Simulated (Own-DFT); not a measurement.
## Calculated data, AlGa3N4 (wurtzite random alloy, strained, atoms displaced)

Computed with Own-DFT development build. A calculation, not a measurement: plane-wave density functional theory by an unreviewed code, no spin, of a simulated periodic cell, stress positive in tension, run twice, with PBE and with PBEsol, both on files made for PBE, so the change isn't that of files made for PBEsol, forces on such cells passed a denser k mesh, this cell's mesh not checked; the far tail of each file's local potential was reset to the Coulomb form; each entry is a single point on an unrelaxed cell, so the pressure reflects the starting lattice, mostly measured values (interpolated for alloys), from which strain is counted, and rises with the displacements; printed positions are rounded, which can move forces by about a meV/angstrom; the program, named Own-DFT, is a retired in-house code; no spin-orbit coupling; stress was not checked against mesh or cutoff.

```yaml
- formula: AlGa3N4
  kind: "wurtzite random alloy, strained, atoms displaced"
  structure:
    cell_angstrom: [[9.4379, 0.0, 0.0], [-4.719, 8.1735, 0.0], [0.0, 0.0, 10.2685]]
    atoms_fractional:
      - [Al, 0.11135, 0.22641, 0.99989]
      - [Ga, 0.22013, 0.11674, 0.25017]
      - ["N", 0.12581, 0.23701, 0.18596]
      - ["N", 0.22615, 0.10977, 0.43606]
      - [Ga, 0.11293, 0.22216, 0.49081]
      - [Ga, 0.22069, 0.10206, 0.75373]
      - ["N", 0.10771, 0.22189, 0.68555]
      - ["N", 0.22141, 0.10711, 0.9362]
      - [Ga, 0.11151, 0.5523, 0.99658]
      - [Ga, 0.20781, 0.43932, 0.24313]
      - ["N", 0.10389, 0.55839, 0.18618]
      - ["N", 0.22101, 0.44529, 0.44664]
      - [Ga, 0.11542, 0.5638, 0.50217]
      - [Ga, 0.22552, 0.44409, 0.7561]
      - ["N", 0.11181, 0.55373, 0.69593]
      - ["N", 0.22277, 0.44849, 0.94409]
      - [Al, 0.11221, 0.89038, 0.99356]
      - [Ga, 0.21848, 0.77516, 0.24785]
      - ["N", 0.11455, 0.88973, 0.18068]
      - ["N", 0.23165, 0.7845, 0.44267]
      - [Ga, 0.11073, 0.88822, 0.49898]
      - [Ga, 0.22862, 0.78313, 0.75339]
      - ["N", 0.11425, 0.89399, 0.6996]
      - ["N", 0.22201, 0.77948, 0.94601]
      - [Ga, 0.43643, 0.2266, 0.00248]
      - [Al, 0.54964, 0.11277, 0.24719]
      - ["N", 0.44767, 0.23254, 0.18975]
      - ["N", 0.55882, 0.11174, 0.42903]
      - [Al, 0.45497, 0.21524, 0.50277]
      - [Al, 0.56204, 0.12385, 0.75281]
      - ["N", 0.44073, 0.21627, 0.69565]
      - ["N", 0.56191, 0.11508, 0.943]
      - [Ga, 0.45371, 0.55972, 0.00353]
      - [Ga, 0.54658, 0.44827, 0.25388]
      - ["N", 0.44676, 0.56254, 0.18742]
      - ["N", 0.55672, 0.45232, 0.44654]
      - [Ga, 0.44437, 0.54359, 0.50043]
      - [Ga, 0.54569, 0.43563, 0.73996]
      - ["N", 0.44136, 0.54987, 0.68816]
      - ["N", 0.55938, 0.44207, 0.94732]
      - [Ga, 0.44764, 0.89107, 0.99369]
      - [Ga, 0.55873, 0.78138, 0.25597]
      - ["N", 0.44472, 0.88524, 0.18802]
      - ["N", 0.55955, 0.777, 0.44339]
      - [Ga, 0.45336, 0.9011, 0.50287]
      - [Al, 0.5551, 0.7789, 0.74725]
      - ["N", 0.44296, 0.88669, 0.69777]
      - ["N", 0.54991, 0.77463, 0.94188]
      - [Ga, 0.77364, 0.21988, 0.00136]
      - [Ga, 0.89712, 0.11028, 0.25457]
      - ["N", 0.77653, 0.22482, 0.1926]
      - ["N", 0.90371, 0.12285, 0.42892]
      - [Al, 0.76661, 0.20788, 0.50015]
      - [Ga, 0.89112, 0.11145, 0.74622]
      - ["N", 0.78696, 0.22519, 0.68119]
      - ["N", 0.88969, 0.11219, 0.93419]
      - [Ga, 0.78221, 0.54898, 0.99863]
      - [Al, 0.88985, 0.44177, 0.25311]
      - ["N", 0.78772, 0.55577, 0.18879]
      - ["N", 0.88581, 0.44139, 0.43638]
      - [Al, 0.78073, 0.55038, 0.50376]
      - [Ga, 0.88921, 0.44272, 0.75431]
      - ["N", 0.77736, 0.55056, 0.69036]
      - ["N", 0.88968, 0.44719, 0.94445]
      - [Ga, 0.77501, 0.89238, 0.9997]
      - [Ga, 0.8898, 0.78192, 0.25205]
      - ["N", 0.77595, 0.88802, 0.19398]
      - ["N", 0.88677, 0.76584, 0.43596]
      - [Ga, 0.78207, 0.89438, 0.50891]
      - [Ga, 0.88017, 0.78035, 0.74782]
      - ["N", 0.77733, 0.88003, 0.69096]
      - ["N", 0.89504, 0.78228, 0.9484]
  settings:
    functional: "PBE, then PBEsol"
    potential_files: "PseudoDojo norm-conserving, scalar-relativistic, standard set"
    "wave_cutoff [hartree]": 42.0
    occupations: Fermi-Dirac
    "smearing_width [eV]": 0.1
    k_mesh: "4 x 4 x 3 centred on Gamma"
  results:
    "PBE_pressure [GPa]": 10.28
    "PBE_stress_xx [GPa]": -11.84
    "PBE_stress_yy [GPa]": -11.2
    "PBE_stress_zz [GPa]": -7.81
    "PBE_stress_yz [GPa]": -0.32
    "PBE_stress_xz [GPa]": -0.54
    "PBE_stress_xy [GPa]": 1.11
    "PBEsol_pressure [GPa]": 5.28
    "PBEsol_stress_xx [GPa]": -6.8
    "PBEsol_stress_yy [GPa]": -6.12
    "PBEsol_stress_zz [GPa]": -2.91
    "PBEsol_stress_yz [GPa]": -0.3
    "PBEsol_stress_xz [GPa]": -0.52
    "PBEsol_stress_xy [GPa]": 1.08
    force_element: [Al, Ga, "N", "N", Ga, Ga, "N", "N", Ga, Ga, "N", "N", Ga, Ga, "N", "N", Al, Ga, "N", "N", Ga, Ga, "N", "N", Ga, Al, "N", "N", Al, Al, "N", "N", Ga, Ga, "N", "N", Ga, Ga, "N", "N", Ga, Ga, "N", "N", Ga, Al, "N", "N", Ga, Ga, "N", "N", Al, Ga, "N", "N", Ga, Al, "N", "N", Al, Ga, "N", "N", Ga, Ga, "N", "N", Ga, Ga, "N", "N"]
    "PBE_force_x [eV/angstrom]": [0.337, 1.514, -1.108, 1.009, 1.129, -1.444, 1.3, -1.437, -0.801, 0.895, 0.229, 0.113, -0.203, -0.632, -0.099, 1.421, 0.197, 0.45, -0.709, -0.399, -0.058, -1.211, -0.483, -0.308, 1.331, 0.781, 0.379, -0.139, -2.308, 0.998, 1.294, -1.679, -0.391, 2.078, -0.879, 3.494, -2.849, 1.034, -0.106, -0.696, -0.716, -0.643, -0.517, -0.357, 0.241, 0.081, 1.68, 1.118, 1.179, -1.317, 0.128, -2.484, 1.838, 0.197, -2.163, 0.588, -1.647, -0.89, -1.065, -0.057, -0.267, 0.338, -0.493, 1.417, 0.755, 0.942, 0.373, -0.389, 0.674, 3.584, -3.374, -0.799]
    "PBE_force_y [eV/angstrom]": [-0.513, -1.168, -3.193, 0.683, 0.742, 2.247, -0.225, 0.648, 1.273, 3.714, -1.133, 0.435, -1.099, -0.457, 0.757, -1.577, -0.298, 0.851, 0.981, -0.056, -0.166, -1.393, -2.414, 0.214, -0.685, -0.319, -1.554, 0.817, 1.091, -1.414, -0.69, -0.041, -0.637, 0.77, -0.387, -3.009, 2.132, 1.382, 1.796, 0.592, -0.106, -0.166, 1.598, 0.48, -2.181, -1.069, 2.266, 0.582, 0.793, 0.249, -0.549, -1.65, 2.494, -0.126, -1.28, 0.712, 1.866, 0.345, -0.374, -0.714, 0.205, 0.523, 0.301, -1.607, -0.614, -1.096, 0.882, 0.829, -0.72, -1.91, 1.714, -0.373]
    "PBE_force_z [eV/angstrom]": [-0.581, -0.511, -1.677, 0.897, 2.025, -0.352, 0.048, 1.406, 0.836, 1.916, 0.471, -1.795, 0.519, -0.595, -0.468, -0.21, 1.174, 0.16, 0.279, -0.443, 0.607, 0.728, -2.089, -0.933, 0.233, -1.248, 0.565, 1.007, -0.368, 0.745, -2.217, -1.887, -0.183, -0.116, 0.968, -0.556, 0.645, 2.094, 0.648, -2.082, 1.484, -0.133, 0.276, 0.686, 0.241, 0.786, -0.814, -2.306, 1.045, -2.766, 0.202, 3.085, -1.244, 0.552, 0.152, 0.802, 1.51, -0.316, 0.763, 0.776, -0.61, -0.036, -0.777, -1.604, 0.649, -1.146, -0.928, 1.773, -2.29, 2.276, -0.19, -1.553]
    "PBEsol_force_x [eV/angstrom]": [0.342, 1.475, -1.083, 0.86, 1.09, -1.399, 1.26, -1.286, -0.772, 0.89, 0.368, 0.115, -0.178, -0.624, -0.1, 1.374, 0.213, 0.449, -0.694, -0.403, -0.055, -1.178, -0.467, -0.146, 1.306, 0.772, 0.227, -0.133, -2.323, 1.01, 1.104, -1.625, -0.391, 2.007, -0.837, 3.265, -2.782, 0.998, -0.094, -0.688, -0.691, -0.627, -0.503, -0.347, 0.218, 0.09, 1.482, 1.094, 1.141, -1.287, 0.241, -2.303, 1.859, 0.203, -2.001, 0.445, -1.617, -0.858, -1.169, 0.071, -0.27, 0.342, -0.488, 1.381, 0.732, 0.915, 0.373, -0.371, 0.671, 3.502, -3.15, -0.948]
    "PBEsol_force_y [eV/angstrom]": [-0.517, -1.126, -3.114, 0.607, 0.724, 2.194, -0.225, 0.74, 1.256, 3.622, -1.028, 0.416, -1.081, -0.438, 0.743, -1.388, -0.286, 0.83, 0.951, -0.065, -0.153, -1.362, -2.349, 0.127, -0.649, -0.341, -1.433, 0.629, 1.089, -1.408, -0.579, -0.051, -0.606, 0.749, -0.384, -2.886, 2.074, 1.344, 1.603, 0.57, -0.126, -0.167, 1.426, 0.486, -2.158, -1.077, 2.184, 0.577, 0.768, 0.235, -0.619, -1.667, 2.464, -0.109, -1.188, 0.615, 1.818, 0.341, -0.276, -0.657, 0.215, 0.521, 0.288, -1.566, -0.611, -1.072, 0.865, 0.978, -0.727, -1.852, 1.752, -0.457]
    "PBEsol_force_z [eV/angstrom]": [-0.581, -0.484, -1.468, 0.825, 1.971, -0.337, 0.061, 1.274, 0.823, 1.862, 0.403, -1.753, 0.509, -0.594, -0.456, -0.264, 1.159, 0.14, 0.431, -0.427, 0.569, 0.711, -2.042, -0.976, 0.229, -1.258, 0.5, 1.045, -0.351, 0.752, -2.097, -1.703, -0.161, -0.133, 0.948, -0.626, 0.634, 2.047, 0.589, -2.017, 1.469, -0.148, 0.237, 0.66, 0.213, 0.788, -0.883, -2.122, 1.02, -2.674, 0.093, 2.968, -1.243, 0.544, 0.288, 0.736, 1.485, -0.311, 0.682, 0.823, -0.596, -0.037, -0.612, -1.574, 0.638, -1.113, -0.901, 1.671, -2.245, 2.221, -0.252, -1.577]
    "rms_change_of_force_components_from_PBE_to_PBEsol [eV/angstrom]": 0.073
```
